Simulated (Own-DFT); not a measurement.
# Misfit strain and the stress it brings: wurtzite AlN, 72 atoms (Al36N36)

Everything here is calculated. The program is Own-DFT (plane waves, in-house, since retired, never reviewed by a person); positions were held fixed, and spin and spin-orbit coupling were off.

Method: PBE; PseudoDojo norm-conserving scalar-relativistic files; cutoff 42 hartree; 3 x 3 x 2 k mesh centred on Gamma; Fermi-Dirac smearing of 0.1 eV.

Known weak points: forces on such cells moved up to 12 meV/angstrom on a denser k mesh; stress not checked against mesh or cutoff.

Unstrained cell vectors in Å: (9.336, 0.000, 0.000); (-4.668, 8.085, 0.000); (0.000, 0.000, 9.964). The unstrained cell has measured lattice constants (interpolated for alloys), not those of this functional. That, the random moves and any unrelaxed bonds set the pressure at no strain. Each run strains x and y alike by e, as a substrate would, and holds the height along z. All atoms carry random offsets, Gaussian with a width of 0.05 Å per axis. Stress is positive in tension.

| e (%) | u (Å) | (s_xx + s_yy)/2 (GPa) | s_zz (GPa) |
|---|---|---|---|
| -2.50 | 0.051 | -21.46 | -10.09 |
| -2.25 | 0.054 | -19.95 | -10.60 |
| -2.00 | 0.045 | ? | ? |
| -1.75 | 0.050 | -17.96 | -7.21 |
| -1.50 | 0.049 | -14.85 | -7.71 |
| -1.25 | 0.052 | -13.64 | -6.57 |
| -0.75 | 0.049 | -9.69 | -8.01 |
| -0.50 | 0.050 | -8.30 | -6.42 |
| 1.25 | 0.053 | 1.44 | -4.68 |
| 2.00 | 0.053 | 4.57 | -3.48 |

## Analysis

With e as a fraction, the in-plane stress is -5.6 + 580 e - 2980 e² GPa (errors 16 and 1187, scatter 0.64), and s_zz is -6.1 + 137 e GPa (slope ± 23, scatter 0.98). At e = 0 the first slope is C11 + C12 and the second 2 C13, both with the ions held to the strained lattice and at the cell's own pressure. A free layer would change its height as e changes, and the in-plane slope would drop by 2 C13²/C33 to the biaxial modulus. At fixed height, a misfit of 1 % moves the in-plane stress by about 5.8 GPa and s_zz by 1.4 GPa.

## Prediction

Q: what are the two stresses at e = -2.00 %?

Estimate: -18.4 and -8.8 GPa. The hidden result is -19.06 and -7.36 GPa.
